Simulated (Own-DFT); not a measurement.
# Which defects push the lattice out? 2H SiC

Source: density functional calculations with Own-DFT, an unreviewed in-house program that is no longer used. Nothing was measured or relaxed, and spin and spin-orbit coupling are left out.

Settings: PBE; PseudoDojo norm-conserving scalar-relativistic files; cutoff 42 hartree; 4 x 4 x 3 k mesh centred on Gamma; Fermi-Dirac smearing of 0.1 eV.

Keep in mind (not all hold for every row): not probed for a lower state with spin; forces on such cells moved up to 12 meV/angstrom on a denser k mesh; forces on such cells passed a denser k mesh, each cell not checked; stress not checked against mesh or cutoff.

All runs share one cell, with vectors in Å (9.248, 0.000, 0.000); (-4.624, 8.009, 0.000); (0.000, 0.000, 10.068) and a volume of 745.7 Å³. u is the rms random offset of the atoms per axis. The defect's site can differ from row to row.

| cell | formula | u (Å) | P (GPa) |
|---|---|---|---|
| no defect | C36Si36 | 0.0311 | 3.97 |
| no defect | C36Si36 | 0.0574 | 5.91 |
| no defect | C36Si36 | 0.0603 | 6.46 |
| one C vacancy | C35Si36 | 0.0281 | 3.73 |
| one C vacancy | C35Si36 | 0.0314 | 3.77 |
| one C vacancy | C35Si36 | 0.0316 | 3.98 |
| two Al on a Si site each | Al2C36Si34 | 0.0304 | 5.86 |
| two Al on a Si site each | Al2C36Si34 | 0.0340 | ? |
| two Al on a Si site each | Al2C36Si34 | 0.0518 | 7.06 |
| two Al on a Si site each | Al2C36Si34 | 0.0533 | 8.08 |
| one C on a Si site | C37Si35 | 0.0332 | 1.99 |
| one C on a Si site | C37Si35 | 0.0499 | 3.44 |
| one C on a Si site | C37Si35 | 0.0503 | 3.27 |
| two N on a C site each | C34N2Si36 | 0.0301 | 2.93 |
| two N on a C site each | C34N2Si36 | 0.0470 | 4.18 |
| two N on a C site each | C34N2Si36 | 0.0491 | 4.00 |

## Analysis

P = P0 + c u² + a shift for each defect gives P0 = 3.06 GPa, c = 909 ± 81 GPa/Å² and a scatter of 0.24 GPa. The shifts, and each times the cell's volume:

- two Al on a Si site each: 1.99 ± 0.20 GPa, 9.3 eV (4.6 eV for each of its 2 sites)
- one C vacancy: -0.07 ± 0.24 GPa, -0.3 eV (not resolved)
- two N on a C site each: -1.03 ± 0.21 GPa, -4.8 eV (-2.4 eV for each of its 2 sites)
- one C on a Si site: -2.01 ± 0.21 GPa, -9.4 eV

Positive is outwards. The product with the volume (160.2 GPa Å³ to the eV) is nearly free of the cell's size; divided by the bulk modulus at the cell's pressure it gives the volume that the defect adds. The atoms around the defects weren't relaxed, which would change these numbers.

## Withheld run

Asked: what pressure belongs in the blank (two Al on a Si site each, u = 0.0340 Å)?

From the fit: 6.10 ± 0.29 GPa. The calculation gave 6.10 GPa.
